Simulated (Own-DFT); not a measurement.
# Biaxial strain at fixed height in wurtzite AlGaN with randomly placed atoms, 72 atoms (Al9Ga27N36)

The numbers are computed, not measured, by runs of the plane-wave DFT program Own-DFT (in-house, retired, unreviewed) at fixed positions, with no spin and no spin-orbit coupling.

All runs used: PBE; PseudoDojo norm-conserving scalar-relativistic files (stringent for Ga); cutoff 96 hartree; 4 x 4 x 3 k mesh centred on Gamma; Gaussian smearing of 0.01 eV.

Known weak points: forces on such cells passed a denser k mesh, each cell not checked; stress not checked against mesh or cutoff.

Unstrained cell vectors in Å: (9.509, 0.000, 0.000); (-4.755, 8.235, 0.000); (0.000, 0.000, 10.268). The unstrained cell has measured lattice constants (interpolated for alloys), not those of this functional. That, the random moves and any unrelaxed bonds set the pressure at no strain. Each run strains x and y alike by e, as a substrate would, and holds the height along z. All atoms carry random offsets, Gaussian with a width of 0.05 Å per axis. The random placing of the alloy's atoms differs from row to row. Stress is positive in tension.

```
e (%)  u (Å)  (s_xx + s_yy)/2 (GPa)  s_zz (GPa)
-3.00  0.046                 -25.60      -12.47
-2.75  0.054                 -24.79      -12.18
-1.50  0.049                 -16.68       -8.49
-1.00  0.049                      ?           ?
-0.75  0.046                 -10.29       -8.98
-0.50  0.048                  -8.27      -10.88
 1.25  0.049                  -0.19       -6.36
 1.50  0.050                   0.50       -4.21
 2.25  0.050                   4.06       -3.50
 3.00  0.052                   7.18       -4.65
```

## What the rows give

With e as a fraction, the in-plane stress is -6.4 + 552 e - 3543 e² GPa (errors 13 and 772, scatter 0.77), and s_zz is -7.9 + 149 e GPa (slope ± 22, scatter 1.34). At e = 0 the first slope is C11 + C12 and the second 2 C13, both with the ions held to the strained lattice and at the cell's own pressure. The term in e² is negative: the layer stiffens under compression and softens under tension. A free layer would change its height as e changes, and the in-plane slope would drop by 2 C13²/C33 to the biaxial modulus. At fixed height, a misfit of 1 % moves the in-plane stress by about 5.5 GPa and s_zz by 1.5 GPa.

## Test on the hidden row

Question: what are the two stresses at e = -1.00 %?

The fit gives -12.3 and -9.4 GPa. The run itself gave -13.05 and -7.68 GPa.
